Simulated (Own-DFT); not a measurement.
# Response to strain: wurtzite AlN, 72 atoms (Al36N36)

All numbers below are calculated, not measured. They come from Own-DFT, an in-house plane-wave density functional program, since retired, whose code no person has reviewed. Each row is one single-point run on a periodic cell that was not relaxed, without spin or spin-orbit coupling.

Settings of every run: PBE; PseudoDojo norm-conserving scalar-relativistic files; cutoff 42 hartree; 3 x 3 x 2 k mesh centred on Gamma; Fermi-Dirac smearing of 0.1 eV.

Known limits: forces on such cells moved up to 12 meV/angstrom on a denser k mesh; stress not checked against mesh or cutoff.

Unstrained cell vectors in Å: (9.336, 0.000, 0.000); (-4.668, 8.085, 0.000); (0.000, 0.000, 9.964). The unstrained cell has measured lattice constants (interpolated for alloys), not those of this functional. That, the random moves and any unrelaxed bonds set the pressure at no strain. Each run strains this cell uniformly, with the atoms carried along. Every atom was also moved at random, by a Gaussian of width 0.05 Å on each axis. Strain is the symmetric tensor, in per cent. Stress is positive in tension, and the pressure is minus a third of its trace.

| run | e_xx (%) | e_yy (%) | e_zz (%) | s_xx (GPa) | s_yy (GPa) | s_zz (GPa) | P (GPa) | E (meV/atom) |
|---|---|---|---|---|---|---|---|---|
| 1 | 2.75 | 2.75 | 0.00 | 8.12 | 9.72 | -3.46 | -4.79 | 15.9 |
| 2 | -1.75 | -1.75 | 0.00 | -15.84 | -17.48 | -7.96 | 13.76 | 32.6 |
| 3 | -2.50 | -2.50 | 0.00 | -23.97 | -19.80 | -10.17 | 17.98 | 57.4 |
| 4 | -2.75 | -2.75 | 0.00 | -24.67 | -24.61 | -9.68 | 19.65 | 75.7 |
| 5 | 0.75 | 0.75 | 0.00 | 0.27 | -1.78 | -5.31 | 2.27 | 0.0 |
| 6 | 1.75 | 1.75 | 0.00 | 3.26 | 4.40 | -2.96 | -1.57 | 4.7 |
| 7 | -0.25 | -0.25 | 0.00 | -10.33 | -5.22 | -6.06 | 7.20 | 32.5 |
| 8 | 1.25 | 1.25 | 0.00 | 2.46 | 0.71 | -5.32 | 0.72 | 10.5 |
| 9 | -2.00 | -2.00 | 0.00 | ? | ? | ? | ? | ? |

E is the free energy for each atom above the lowest run shown.

## Worked fit

The change of volume is close to e_xx + e_yy + e_zz. A straight line through the runs shown gives P = 6.56 - 225 x (fractional change of volume) GPa, with an error of 7 on the slope and a scatter of 0.79 GPa. The strain isn't the same on all axes and the cell isn't cubic, so the slope belongs to this path and is not the bulk modulus.

## Withheld run

Question: what pressure should run 9 give? Its volume changes by -3.96 %.

The line gives 15.5 GPa. The calculation gave 15.20 GPa.
